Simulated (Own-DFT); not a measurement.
# Two functionals across a range of volumes: C40 NbSi2, 36 atoms (Nb12Si24)

Calculated, not measured: single-point runs of Own-DFT, a retired in-house plane-wave DFT program that no person has reviewed, on unrelaxed cells, without spin or spin-orbit coupling.

Known weak points: forces on such cells failed a check on a denser k mesh; stress not checked against mesh or cutoff.

Each geometry was run with PBE and with PBEsol, otherwise alike: PseudoDojo norm-conserving scalar-relativistic files made for PBE; cutoff 42 hartree; 4 x 4 x 5 k mesh centred on Gamma; cold (Marzari-Vanderbilt) smearing of 0.2 eV. Unstrained cell vectors in Å: (0.000, 8.324, 0.000); (-9.613, 0.000, 0.000); (0.000, 0.000, 6.586). Each has a uniform strain, of which the change of volume is shown, and random moves of rms u per axis.

```
run,volume change (%),u (Å),P with PBE (GPa),P with PBEsol (GPa)
1,1.67,0.0474,-0.52,-4.09
2,1.17,0.0534,1.42,-2.18
3,0.89,0.0505,1.69,-1.92
4,0.10,0.0499,2.25,-1.40
5,0.65,0.0528,1.69,-1.94
6,-0.09,0.0468,2.96,-0.69
7,0.28,0.0573,2.60,-1.05
8,-1.72,0.0523,6.82,3.08
9,-0.94,0.0485,4.98,1.28
10,-1.24,0.0585,6.10,2.38
11,1.53,0.0479,0.06,?
```

Question: by how much does PBEsol shrink this cell, and what belongs in the blank?

## Answer

Write v for the change of volume as a fraction. Fitted to v and u², the PBE pressure has a slope of -200 ± 12 GPa in v, with the ions held to the strained lattice. The difference PBEsol less PBE is -3.66 + 4.9 v GPa (slope ± 0.2) and averages -3.65 GPa. Divided by the mean slope of the two, 198 GPa, that makes PBEsol's volume at a given pressure, near 1 GPa, about 1.8 % smaller, or 0.62 % in lengths. At one volume PBEsol's slope is the smaller by 5 GPa, but its pressure there is lower too. If stiffness rises by about 4 GPa for each GPa, PBEsol at equal pressure is stiffer by about 10 GPa. Files made for PBEsol would give a different shift.

For run 11 the line gives -3.52 GPa. The run itself gave -3.53 GPa.
